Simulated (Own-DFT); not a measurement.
Simulation results for Si₃N₄ (beta silicon nitride, atoms displaced)

All values are calculated (Own-DFT development build). A calculation, not a measurement: plane-wave PBE density functional theory by an unreviewed code, no spin, of a simulated periodic cell, stress positive in tension, free energy of the whole cell less one offset for each atom, forces on such cells passed a denser k mesh, this cell's mesh not checked; offsets are fitted by least squares, one for each functional and potential file, so energies compare only between cells with the same atoms and settings and are not formation energies; the far tail of each file's local potential was reset to the Coulomb form; each entry is a single point on an unrelaxed cell, so the pressure reflects the starting lattice, mostly measured values (interpolated for alloys), from which strain is counted, and rises with the displacements; printed positions are rounded, which can move forces by about a meV/angstrom; the program, named Own-DFT, is a retired in-house code; no spin-orbit coupling.

Settings shared by all entries: functional PBE; potential files PseudoDojo norm-conserving, scalar-relativistic, standard set; wave cutoff 42 hartree; occupations Fermi-Dirac; smearing width 0.1 eV; k mesh 3 x 3 x 3 centred on Gamma.

(1) 
```cif
# cell vector a (Å): 7.6060 0.0000 0.0000
# cell vector b (Å): -3.8030 6.5870 0.0000
# cell vector c (Å): 0.0000 0.0000 8.7270
data_Si3N4
_symmetry_space_group_name_H-M 'P 1'
_symmetry_Int_Tables_number 1
_cell_length_a 7.6060
_cell_length_b 7.6060
_cell_length_c 8.7270
_cell_angle_alpha 90.000
_cell_angle_beta 90.000
_cell_angle_gamma 120.000
_cell_volume 437.23
loop_
_atom_site_label
_atom_site_type_symbol
_atom_site_fract_x
_atom_site_fract_y
_atom_site_fract_z
_atom_site_occupancy
Si1 Si 0.17138 0.76120 0.10586 1
Si2 Si 0.22307 0.40410 0.09232 1
Si3 Si 0.62394 0.86455 0.09610 1
Si4 Si 0.82153 0.22048 0.27169 1
Si5 Si 0.78779 0.58637 0.26565 1
Si6 Si 0.42057 0.16795 0.25480 1
N1 N 0.31760 0.01972 0.09538 1
N2 N 0.96788 0.31717 0.07685 1
N3 N 0.68449 0.65808 0.09915 1
N4 N 0.67420 0.00557 0.23952 1
N5 N 0.03536 0.71192 0.24526 1
N6 N 0.30846 0.31565 0.24121 1
N7 N 0.31871 0.66876 0.08908 1
N8 N 0.65786 0.29986 0.26506 1
Si7 Si 0.16647 0.75734 0.42291 1
Si8 Si 0.24002 0.42191 0.41276 1
Si9 Si 0.60081 0.82620 0.41070 1
Si10 Si 0.85797 0.23729 0.58507 1
Si11 Si 0.78069 0.59655 0.58845 1
Si12 Si 0.38543 0.18119 0.59351 1
N9 N 0.32335 0.03929 0.40680 1
N10 N 0.98352 0.30232 0.40952 1
N11 N 0.71752 0.69340 0.41115 1
N12 N 0.68296 0.98825 0.58701 1
N13 N 0.05678 0.73452 0.58734 1
N14 N 0.29018 0.33082 0.59349 1
N15 N 0.34301 0.67618 0.42670 1
N16 N 0.67418 0.34735 0.57967 1
Si13 Si 0.15852 0.75719 0.75926 1
Si14 Si 0.22703 0.41111 0.74405 1
Si15 Si 0.58437 0.79288 0.76034 1
Si16 Si 0.82292 0.23177 0.91924 1
Si17 Si 0.76086 0.58741 0.90953 1
Si18 Si 0.40393 0.18620 0.92520 1
N17 N 0.33103 0.02391 0.73400 1
N18 N 0.96859 0.28602 0.74648 1
N19 N 0.67831 0.66033 0.73144 1
N20 N 0.67278 0.96191 0.92161 1
N21 N 0.03949 0.68842 0.92718 1
N22 N 0.29586 0.34990 0.91996 1
N23 N 0.33131 0.67188 0.74722 1
N24 N 0.65581 0.35921 0.90078 1
_calc_free_energy_of_cell_above_offsets '8.251'  # eV
_calc_pressure 15.04  # GPa
_calc_stress_xx -15.17  # GPa
_calc_stress_yy -17.21  # GPa
_calc_stress_zz -12.76  # GPa
_calc_stress_yz -3.07  # GPa
_calc_stress_xz 2.78  # GPa
_calc_stress_xy -0.41  # GPa
```

Force:
```tsv
element	x (eV/Å)	y (eV/Å)	z (eV/Å)
Si	2.235	2.816	-8.407
Si	1.044	1.736	-1.318
Si	-0.456	-8.475	-3.427
Si	1.845	9.532	-4.015
Si	-5.419	-1.61	-2.932
Si	-4.654	-1.113	-2.233
N	0.748	2.388	-2.873
N	-0.718	-1.351	2.994
N	1.354	1.071	-1.313
N	-0.459	-11.21	3.753
N	-2.522	-2.475	8.315
N	-3.185	2.788	2.039
N	5.416	-0.451	1.113
N	2.256	8.536	-0.073
Si	1.989	5.164	-2.335
Si	3.705	-2.338	-0.86
Si	-1.212	3.628	2.488
Si	-5.887	-1.985	-2.488
Si	-0.537	1.233	-2.748
Si	4.858	-1.044	-4.468
N	-0.421	-3.656	5.582
N	0.9	1.271	2.837
N	2.601	-2.089	1.308
N	0.285	-3.653	-1.356
N	-4.686	-3.879	0.334
N	-0.953	1.249	-3.943
N	-0.635	-0.411	-0.837
N	1.216	-1.564	0.106
Si	3.68	3.447	0.64
Si	-0.172	1.052	4.536
Si	-6.223	8.604	-0.933
Si	-0.875	0.127	-1.609
Si	-0.556	9.037	3.324
Si	-1.736	-1.974	-1.111
N	-0.625	-0.094	5.898
N	0.495	1.768	3.959
N	6.579	-3.164	2.495
N	0.034	1.748	-1.805
N	-4.006	-0.679	-0.717
N	1.691	-1.864	-0.9
N	-0.604	-1.54	0.101
N	3.61	-10.57	0.879
```

(2) 
```cif
# cell vector a (Å): 7.6060 0.0000 0.0000
# cell vector b (Å): -3.8030 6.5870 0.0000
# cell vector c (Å): 0.0000 0.0000 8.7270
data_Si3N4
_symmetry_space_group_name_H-M 'P 1'
_symmetry_Int_Tables_number 1
_cell_length_a 7.6060
_cell_length_b 7.6060
_cell_length_c 8.7270
_cell_angle_alpha 90.000
_cell_angle_beta 90.000
_cell_angle_gamma 120.000
_cell_volume 437.23
loop_
_atom_site_label
_atom_site_type_symbol
_atom_site_fract_x
_atom_site_fract_y
_atom_site_fract_z
_atom_site_occupancy
Si1 Si 0.16123 0.76771 0.08944 1
Si2 Si 0.21768 0.39520 0.07872 1
Si3 Si 0.58917 0.82198 0.07288 1
Si4 Si 0.86114 0.23546 0.24436 1
Si5 Si 0.78445 0.59467 0.25037 1
Si6 Si 0.41761 0.16288 0.23554 1
N1 N 0.31032 0.02863 0.09440 1
N2 N 0.97147 0.30770 0.07692 1
N3 N 0.71582 0.67653 0.07667 1
N4 N 0.65564 0.97553 0.27293 1
N5 N 0.05397 0.72004 0.23992 1
N6 N 0.30076 0.36079 0.23783 1
N7 N 0.34958 0.67550 0.07153 1
N8 N 0.68965 0.33615 0.22968 1
Si7 Si 0.17807 0.75191 0.43561 1
Si8 Si 0.22739 0.38737 0.40659 1
Si9 Si 0.61575 0.84665 0.42764 1
Si10 Si 0.82361 0.24614 0.56095 1
Si11 Si 0.78146 0.62494 0.58436 1
Si12 Si 0.42162 0.19150 0.56592 1
N9 N 0.34314 0.00912 0.41738 1
N10 N 0.95773 0.31763 0.42370 1
N11 N 0.71899 0.67205 0.41329 1
N12 N 0.65636 0.97659 0.57854 1
N13 N 0.04765 0.72175 0.59793 1
N14 N 0.25975 0.31136 0.56244 1
N15 N 0.32692 0.64427 0.41848 1
N16 N 0.66663 0.31265 0.59639 1
Si13 Si 0.15832 0.74102 0.76329 1
Si14 Si 0.20853 0.38971 0.75145 1
Si15 Si 0.60007 0.83035 0.75230 1
Si16 Si 0.80863 0.21404 0.90526 1
Si17 Si 0.75410 0.60446 0.91962 1
Si18 Si 0.40308 0.16587 0.92586 1
N17 N 0.32577 0.03965 0.73471 1
N18 N 0.95034 0.29538 0.75194 1
N19 N 0.72351 0.69039 0.76468 1
N20 N 0.68284 0.94849 0.93297 1
N21 N 0.02915 0.70445 0.90343 1
N22 N 0.26890 0.32573 0.92385 1
N23 N 0.30175 0.65098 0.75803 1
N24 N 0.69861 0.34342 0.91783 1
_calc_free_energy_of_cell_above_offsets '12.261'  # eV
_calc_pressure 18.28  # GPa
_calc_stress_xx -16.16  # GPa
_calc_stress_yy -5.76  # GPa
_calc_stress_zz -32.92  # GPa
_calc_stress_yz 3.77  # GPa
_calc_stress_xz 6.79  # GPa
_calc_stress_xy 1.23  # GPa
```

Force:
```tsv
element	x (eV/Å)	y (eV/Å)	z (eV/Å)
Si	5.974	0.374	-9.444
Si	-1.409	5.255	0.539
Si	1.239	-3.769	10.39
Si	-5.459	-1.895	1.348
Si	0.393	-0.234	-2.371
Si	1.481	3.855	7.435
N	-0.009	-1.809	-6.061
N	-0.534	-1.237	-1.066
N	-2.719	1.384	6.113
N	2.24	2.077	-6.172
N	-5.4	-3.954	9.961
N	5.011	-4.425	1.784
N	-5.161	-2.382	0.569
N	-2.243	-0.431	1.294
Si	1.379	1.21	-3.052
Si	-3.986	4.491	-1.884
Si	-1.86	-6.868	-2.862
Si	0.612	-4.789	9.506
Si	3.386	-2.557	2.08
Si	-2.95	-4.07	1.861
N	-1.024	3.879	-1.596
N	6.727	2.716	-8.389
N	-1.964	1.458	0.606
N	1.678	0.562	5.103
N	-4.21	-2.475	-2.943
N	5.367	-2.526	7.066
N	1.086	2.554	0.597
N	-5.913	7.115	-0.39
Si	0.705	6.825	-4.88
Si	-0.401	0.129	-1.382
Si	-2.818	-0.83	-0.311
Si	3.004	-0.418	2.674
Si	7.99	-4.463	0.09
Si	-0.68	1.461	-4.389
N	0.641	-0.474	3.77
N	1.996	-0.224	-3.673
N	-3.791	1.088	-7.035
N	-0.276	7.693	-9.219
N	-4.635	-1.045	9.547
N	6	-2.986	-4.794
N	8.994	-0.792	-0.893
N	-8.46	0.528	0.469
```

(3) 
```cif
# cell vector a (Å): 7.6060 0.0000 0.0000
# cell vector b (Å): -3.8030 6.5870 0.0000
# cell vector c (Å): 0.0000 0.0000 8.7270
data_Si3N4
_symmetry_space_group_name_H-M 'P 1'
_symmetry_Int_Tables_number 1
_cell_length_a 7.6060
_cell_length_b 7.6060
_cell_length_c 8.7270
_cell_angle_alpha 90.000
_cell_angle_beta 90.000
_cell_angle_gamma 120.000
_cell_volume 437.23
loop_
_atom_site_label
_atom_site_type_symbol
_atom_site_fract_x
_atom_site_fract_y
_atom_site_fract_z
_atom_site_occupancy
Si1 Si 0.18571 0.79396 0.07564 1
Si2 Si 0.25782 0.39376 0.09379 1
Si3 Si 0.58997 0.80879 0.06733 1
Si4 Si 0.81168 0.23261 0.25984 1
Si5 Si 0.79057 0.61164 0.23614 1
Si6 Si 0.38043 0.14155 0.24949 1
N1 N 0.33211 0.01802 0.09681 1
N2 N 0.98589 0.29781 0.10230 1
N3 N 0.71039 0.67852 0.07440 1
N4 N 0.65483 0.95048 0.26353 1
N5 N 0.03634 0.69403 0.25724 1
N6 N 0.31362 0.34283 0.25018 1
N7 N 0.32913 0.68392 0.08681 1
N8 N 0.67702 0.34600 0.24470 1
Si7 Si 0.17886 0.75906 0.39410 1
Si8 Si 0.23726 0.41060 0.40814 1
Si9 Si 0.58707 0.78898 0.40561 1
Si10 Si 0.82094 0.21930 0.58212 1
Si11 Si 0.73999 0.57650 0.56737 1
Si12 Si 0.38516 0.17755 0.58863 1
N9 N 0.33604 0.02637 0.43902 1
N10 N 0.97031 0.30424 0.40840 1
N11 N 0.68765 0.66388 0.40887 1
N12 N 0.67314 0.99900 0.59652 1
N13 N 0.00691 0.66426 0.58974 1
N14 N 0.27050 0.32323 0.59100 1
N15 N 0.33869 0.65206 0.41093 1
N16 N 0.66163 0.31374 0.57590 1
Si13 Si 0.16893 0.76569 0.74311 1
Si14 Si 0.22945 0.40471 0.76659 1
Si15 Si 0.59363 0.82195 0.74807 1
Si16 Si 0.83998 0.25821 0.92770 1
Si17 Si 0.75673 0.58280 0.93275 1
Si18 Si 0.41331 0.19938 0.94523 1
N17 N 0.33687 0.03458 0.76286 1
N18 N 0.95631 0.29839 0.75120 1
N19 N 0.67185 0.63565 0.75198 1
N20 N 0.67950 0.96229 0.91389 1
N21 N 0.02309 0.68281 0.92591 1
N22 N 0.28689 0.34281 0.91923 1
N23 N 0.33458 0.66683 0.75013 1
N24 N 0.65077 0.33543 0.90972 1
_calc_free_energy_of_cell_above_offsets '9.677'  # eV
_calc_pressure 14.67  # GPa
_calc_stress_xx -11.69  # GPa
_calc_stress_yy -17.61  # GPa
_calc_stress_zz -14.71  # GPa
_calc_stress_yz -1.86  # GPa
_calc_stress_xz -3.2  # GPa
_calc_stress_xy 2.74  # GPa
```

Force:
```tsv
element	x (eV/Å)	y (eV/Å)	z (eV/Å)
Si	-0.745	-11.49	-0.806
Si	-10.39	5.123	-2.922
Si	-3.426	4.089	2.806
Si	3.492	-2.708	-1.412
Si	-1.875	-2.807	2.702
Si	2.31	6.354	8.07
N	-0.137	7.725	-3.405
N	-1.633	-0.587	-1.789
N	-0.856	0.201	5.011
N	0.266	2.869	-4.076
N	-3.102	0.454	-7.347
N	5.154	-4.026	3.667
N	3.588	-2.966	-0.198
N	-3.58	-0.728	-0.856
Si	3.522	1.172	11.02
Si	-3.032	-4.033	3.575
Si	-7.311	9.172	2.252
Si	1.796	9.197	-0.875
Si	4.12	-1.953	4.891
Si	3.107	0.34	3.31
N	-1.354	-2.483	-6.111
N	1.228	0.075	2.3
N	8.217	-4.81	-1.458
N	-0.136	-14.56	-0.619
N	0.507	2.148	-2.705
N	1.901	-0.403	-1.497
N	-3.042	2.789	0.162
N	-4.516	2.663	-0.5
Si	0.017	0.011	1.048
Si	-5.375	2.443	-7.452
Si	0.261	1.331	-0.685
Si	0.874	-3.001	-0.535
Si	3.15	1.37	-8.579
Si	-1.487	-4.672	-5.659
N	-1.711	0.056	0.871
N	2.343	1.566	2.013
N	-0.288	1.432	-0.586
N	-0.22	2.284	0.845
N	-0.84	0.751	-0.82
N	6.409	-3.752	4.714
N	-0.955	-0.227	-0.056
N	3.751	-0.408	1.692
```

(4) 
```cif
# cell vector a (Å): 7.6060 0.0000 0.0000
# cell vector b (Å): -3.8030 6.5870 0.0000
# cell vector c (Å): 0.0000 0.0000 8.7270
data_Si3N4
_symmetry_space_group_name_H-M 'P 1'
_symmetry_Int_Tables_number 1
_cell_length_a 7.6060
_cell_length_b 7.6060
_cell_length_c 8.7270
_cell_angle_alpha 90.000
_cell_angle_beta 90.000
_cell_angle_gamma 120.000
_cell_volume 437.23
loop_
_atom_site_label
_atom_site_type_symbol
_atom_site_fract_x
_atom_site_fract_y
_atom_site_fract_z
_atom_site_occupancy
Si1 Si 0.18005 0.76709 0.09130 1
Si2 Si 0.23765 0.41020 0.08344 1
Si3 Si 0.61024 0.82807 0.08085 1
Si4 Si 0.83300 0.23264 0.25910 1
Si5 Si 0.77914 0.59004 0.24369 1
Si6 Si 0.41090 0.17876 0.23836 1
N1 N 0.33027 0.02869 0.08837 1
N2 N 0.94184 0.29138 0.09239 1
N3 N 0.69778 0.66338 0.10514 1
N4 N 0.66536 0.98461 0.24771 1
N5 N 0.02674 0.69106 0.24809 1
N6 N 0.30252 0.31632 0.24671 1
N7 N 0.33865 0.66276 0.07201 1
N8 N 0.68235 0.34595 0.27793 1
Si7 Si 0.17832 0.77884 0.40434 1
Si8 Si 0.22124 0.40818 0.42419 1
Si9 Si 0.61056 0.84008 0.41872 1
Si10 Si 0.83446 0.21791 0.57345 1
Si11 Si 0.78468 0.59540 0.58576 1
Si12 Si 0.38018 0.15558 0.57250 1
N9 N 0.35738 0.04802 0.41788 1
N10 N 0.00001 0.30357 0.41221 1
N11 N 0.72394 0.68485 0.40890 1
N12 N 0.67428 0.96024 0.57618 1
N13 N 0.05093 0.72687 0.57021 1
N14 N 0.29071 0.31773 0.58195 1
N15 N 0.33743 0.68943 0.38782 1
N16 N 0.64885 0.33156 0.57927 1
Si13 Si 0.17944 0.74837 0.73034 1
Si14 Si 0.24539 0.40046 0.72627 1
Si15 Si 0.57149 0.78496 0.76490 1
Si16 Si 0.81284 0.22976 0.89725 1
Si17 Si 0.77180 0.61234 0.91447 1
Si18 Si 0.38695 0.16894 0.90605 1
N17 N 0.34157 0.05213 0.76071 1
N18 N 0.95948 0.30583 0.74365 1
N19 N 0.70694 0.69853 0.74036 1
N20 N 0.67849 0.98559 0.90434 1
N21 N 0.03918 0.70053 0.89581 1
N22 N 0.29479 0.32188 0.92139 1
N23 N 0.32971 0.66877 0.75684 1
N24 N 0.66118 0.34955 0.90941 1
_calc_free_energy_of_cell_above_offsets '7.974'  # eV
_calc_pressure 14.44  # GPa
_calc_stress_xx -18.47  # GPa
_calc_stress_yy -9.95  # GPa
_calc_stress_zz -14.89  # GPa
_calc_stress_yz -6.21  # GPa
_calc_stress_xz 2.04  # GPa
_calc_stress_xy 3.24  # GPa
```

Force:
```tsv
element	x (eV/Å)	y (eV/Å)	z (eV/Å)
Si	0.403	-0.234	-3.766
Si	-2.052	-2.726	0.836
Si	-2.516	2.242	1.268
Si	-2.25	0.829	-0.917
Si	-0.917	-0.94	5.221
Si	3.522	1.176	3.528
N	0.019	-1.061	-2.829
N	4.296	2.374	-4.688
N	-1.533	1.999	-7.292
N	0.811	-2.746	0.355
N	2.265	1.623	-0.691
N	-3.891	3.07	0.818
N	0.411	1.941	0.214
N	-0.465	-2.992	-1.877
Si	0.691	2.058	-0.286
Si	11.63	6.651	-3.976
Si	-0.052	-3.264	-4.602
Si	-3.683	0.316	1.046
Si	-2.417	-0.602	-2.676
Si	3.626	3.822	6.265
N	-1.22	-5.225	-5.696
N	-11.66	-6.083	0.833
N	-0.896	0.31	1.646
N	-0.457	2.049	3.851
N	-1.365	-1.708	1.067
N	0.878	-0.218	-5.077
N	2.932	-3.388	2.402
N	3.164	0.625	0.501
Si	-5.47	4.843	3.082
Si	-5.74	1.176	10.58
Si	-4.607	10.71	-1.158
Si	-1.215	4.033	4.59
Si	2.256	-1.76	0.302
Si	3.22	4.149	8.669
N	0.064	-8.07	-10.6
N	3.952	1.58	-2.351
N	9.251	-5.578	0.611
N	-0.137	-6.894	1.526
N	-1.714	-0.021	2.837
N	-2.871	2.198	-2.656
N	3.593	-5.246	-1.273
N	0.139	-1.015	0.367
```

(5) 
```cif
# cell vector a (Å): 7.6060 0.0000 0.0000
# cell vector b (Å): -3.8030 6.5870 0.0000
# cell vector c (Å): 0.0000 0.0000 8.7270
data_Si3N4
_symmetry_space_group_name_H-M 'P 1'
_symmetry_Int_Tables_number 1
_cell_length_a 7.6060
_cell_length_b 7.6060
_cell_length_c 8.7270
_cell_angle_alpha 90.000
_cell_angle_beta 90.000
_cell_angle_gamma 120.000
_cell_volume 437.23
loop_
_atom_site_label
_atom_site_type_symbol
_atom_site_fract_x
_atom_site_fract_y
_atom_site_fract_z
_atom_site_occupancy
Si1 Si 0.16383 0.77126 0.07974 1
Si2 Si 0.21186 0.41095 0.09033 1
Si3 Si 0.58467 0.83893 0.06912 1
Si4 Si 0.83879 0.21952 0.23821 1
Si5 Si 0.75382 0.59684 0.24345 1
Si6 Si 0.38680 0.16725 0.26015 1
N1 N 0.32721 0.02549 0.09378 1
N2 N 0.97285 0.30452 0.07222 1
N3 N 0.70062 0.68415 0.09958 1
N4 N 0.65336 0.96797 0.24926 1
N5 N 0.02608 0.69394 0.24528 1
N6 N 0.29859 0.32424 0.25367 1
N7 N 0.31692 0.66282 0.09128 1
N8 N 0.70516 0.36581 0.25405 1
Si7 Si 0.17270 0.78222 0.41165 1
Si8 Si 0.23303 0.36864 0.41172 1
Si9 Si 0.58641 0.81060 0.41205 1
Si10 Si 0.84224 0.23044 0.58895 1
Si11 Si 0.77431 0.59004 0.57713 1
Si12 Si 0.41474 0.16577 0.58096 1
N9 N 0.36235 0.03085 0.40503 1
N10 N 0.96993 0.29942 0.42472 1
N11 N 0.68285 0.66883 0.40909 1
N12 N 0.66885 0.95143 0.56847 1
N13 N 0.02398 0.69485 0.59158 1
N14 N 0.31088 0.33988 0.60092 1
N15 N 0.31112 0.65156 0.42381 1
N16 N 0.67221 0.35005 0.56855 1
Si13 Si 0.17061 0.77670 0.75557 1
Si14 Si 0.19782 0.40586 0.73921 1
Si15 Si 0.60216 0.81392 0.75907 1
Si16 Si 0.83843 0.21653 0.91501 1
Si17 Si 0.76575 0.60234 0.92150 1
Si18 Si 0.39185 0.16145 0.92880 1
N17 N 0.30639 0.02605 0.75081 1
N18 N 0.95449 0.30946 0.76171 1
N19 N 0.69685 0.64849 0.75159 1
N20 N 0.67028 0.95918 0.92080 1
N21 N 0.01489 0.69543 0.91659 1
N22 N 0.31056 0.33827 0.92029 1
N23 N 0.34620 0.67859 0.74086 1
N24 N 0.65624 0.31029 0.91780 1
_calc_free_energy_of_cell_above_offsets '5.699'  # eV
_calc_pressure 11.29  # GPa
_calc_stress_xx -7.21  # GPa
_calc_stress_yy -11.65  # GPa
_calc_stress_zz -15.01  # GPa
_calc_stress_yz 3.24  # GPa
_calc_stress_xz 1.18  # GPa
_calc_stress_xy -2.4  # GPa
```

Force:
```tsv
element	x (eV/Å)	y (eV/Å)	z (eV/Å)
Si	0.11	-1.251	1.738
Si	7.403	0.93	-2.374
Si	-0.467	-5.96	9.417
Si	-4.871	1.781	4.212
Si	3.744	0.209	4.231
Si	5.422	2.737	-5.034
N	-0.462	-0.011	-0.583
N	-1.468	-2.064	1.959
N	-2.74	1.66	-7.148
N	0.906	0.611	-1.904
N	-1.079	1.697	1.132
N	-0.474	-0.328	-4.448
N	0.995	2.083	-1.204
N	-1.297	-6.572	-0.68
Si	1.611	-4.813	0.439
Si	-5.727	6.033	7.496
Si	-5.604	0.77	-0.915
Si	-5.212	-2.389	-3.04
Si	-3.144	2.763	-0.127
Si	-0.348	2.421	1.922
N	-1.554	-1.197	5.161
N	2.786	-0.844	-2.867
N	5.084	-2.933	1.233
N	0.588	4.017	5.819
N	1.604	1.98	-2.103
N	0.423	-2.46	-3.901
N	2.081	0.372	-1.049
N	1.901	-6.771	0.967
Si	1.23	-2.213	-1.184
Si	7.706	3.067	2.807
Si	-0.276	-0.85	-4.573
Si	-7.586	-0.471	3.122
Si	-0.894	-4.569	1.588
Si	0.571	3.156	-2.304
N	1.07	1.754	0.283
N	1.535	0.446	-4.475
N	-1.663	2.191	-0.548
N	1.304	3.794	-5.859
N	2.585	1.514	0.35
N	-3.234	0.368	0.644
N	-3.511	-1.78	1.5
N	0.953	1.125	0.301
```

(6) 
```cif
# cell vector a (Å): 7.6060 0.0000 0.0000
# cell vector b (Å): -3.8030 6.5870 0.0000
# cell vector c (Å): 0.0000 0.0000 8.7270
data_Si3N4
_symmetry_space_group_name_H-M 'P 1'
_symmetry_Int_Tables_number 1
_cell_length_a 7.6060
_cell_length_b 7.6060
_cell_length_c 8.7270
_cell_angle_alpha 90.000
_cell_angle_beta 90.000
_cell_angle_gamma 120.000
_cell_volume 437.23
loop_
_atom_site_label
_atom_site_type_symbol
_atom_site_fract_x
_atom_site_fract_y
_atom_site_fract_z
_atom_site_occupancy
Si1 Si 0.16006 0.77204 0.07477 1
Si2 Si 0.23018 0.38971 0.08595 1
Si3 Si 0.57789 0.78857 0.07795 1
Si4 Si 0.81422 0.21353 0.25968 1
Si5 Si 0.78129 0.60777 0.24280 1
Si6 Si 0.40531 0.18743 0.25785 1
N1 N 0.31282 0.01890 0.07995 1
N2 N 0.97178 0.29446 0.07793 1
N3 N 0.69094 0.67443 0.07700 1
N4 N 0.68362 0.97862 0.25617 1
N5 N 0.02439 0.71596 0.26015 1
N6 N 0.29534 0.31968 0.25537 1
N7 N 0.32095 0.66643 0.09031 1
N8 N 0.64704 0.31283 0.25962 1
Si7 Si 0.17211 0.77665 0.42228 1
Si8 Si 0.21312 0.38219 0.39563 1
Si9 Si 0.60094 0.83719 0.40894 1
Si10 Si 0.83468 0.22160 0.57271 1
Si11 Si 0.78585 0.62013 0.56124 1
Si12 Si 0.39109 0.14210 0.57334 1
N9 N 0.35269 0.06698 0.40987 1
N10 N 0.96483 0.28990 0.40678 1
N11 N 0.68992 0.67644 0.41492 1
N12 N 0.65050 0.95520 0.58568 1
N13 N 0.05164 0.70339 0.58096 1
N14 N 0.29758 0.32092 0.57464 1
N15 N 0.31416 0.65626 0.41824 1
N16 N 0.67200 0.32962 0.58852 1
Si13 Si 0.17773 0.77475 0.75899 1
Si14 Si 0.22864 0.40282 0.75334 1
Si15 Si 0.61178 0.84843 0.73291 1
Si16 Si 0.81864 0.23847 0.91579 1
Si17 Si 0.76558 0.60829 0.90388 1
Si18 Si 0.43883 0.16490 0.90847 1
N17 N 0.33533 0.03455 0.76227 1
N18 N 0.95343 0.30307 0.75923 1
N19 N 0.73561 0.67254 0.73590 1
N20 N 0.65809 0.98137 0.91511 1
N21 N 0.02877 0.70639 0.91712 1
N22 N 0.32203 0.33894 0.90426 1
N23 N 0.33188 0.65585 0.74679 1
N24 N 0.66294 0.33017 0.92525 1
_calc_free_energy_of_cell_above_offsets '8.145'  # eV
_calc_pressure 15.49  # GPa
_calc_stress_xx -14.36  # GPa
_calc_stress_yy -9.05  # GPa
_calc_stress_zz -23.05  # GPa
_calc_stress_yz 1.76  # GPa
_calc_stress_xz -1.76  # GPa
_calc_stress_xy -2.04  # GPa
```

Force:
```tsv
element	x (eV/Å)	y (eV/Å)	z (eV/Å)
Si	2.831	-0.421	4.009
Si	-0.968	1.397	-3.659
Si	-9.454	9.014	-0.376
Si	-1.608	5.522	-5.356
Si	-3.412	-3.743	1.337
Si	1.177	-2.829	-6.959
N	0.709	4.001	0.761
N	-1.014	-0.449	2.072
N	8.64	-4.778	0.06
N	-0.479	-6.361	-2.743
N	1.817	0.864	-1.959
N	-0.606	1.037	-5.41
N	0.976	-2.002	-0.161
N	4.338	5.994	-1.409
Si	3.763	0.889	-3.525
Si	-0.259	4.949	8.649
Si	-3.792	-3.547	1.527
Si	-3.692	2.099	3.907
Si	2.546	-5.31	3.388
Si	0.346	8.742	8.757
N	-0.473	-11.2	-1.114
N	0.424	-0.035	1.931
N	1.695	-0.444	-2.961
N	0.569	7.001	-9.936
N	-3.676	0.091	2.335
N	-1.447	-0.726	0.387
N	2.131	1.233	-1.273
N	0.129	0.078	-1.306
Si	2.333	-1.408	-1.521
Si	0.159	-1.164	-2.277
Si	-0.388	-8.408	11.99
Si	1.98	-0.845	2.304
Si	2.149	-3.424	2.255
Si	-6.941	-0.633	5.21
N	-0.606	-4.11	-6.593
N	3.732	0.508	-4.281
N	-5.092	3.694	-1.038
N	0.619	-3.402	-0.404
N	-2.252	-1.555	-1
N	0.335	-0.712	3.367
N	-0.158	3.575	0.422
N	2.919	6.824	0.593
```
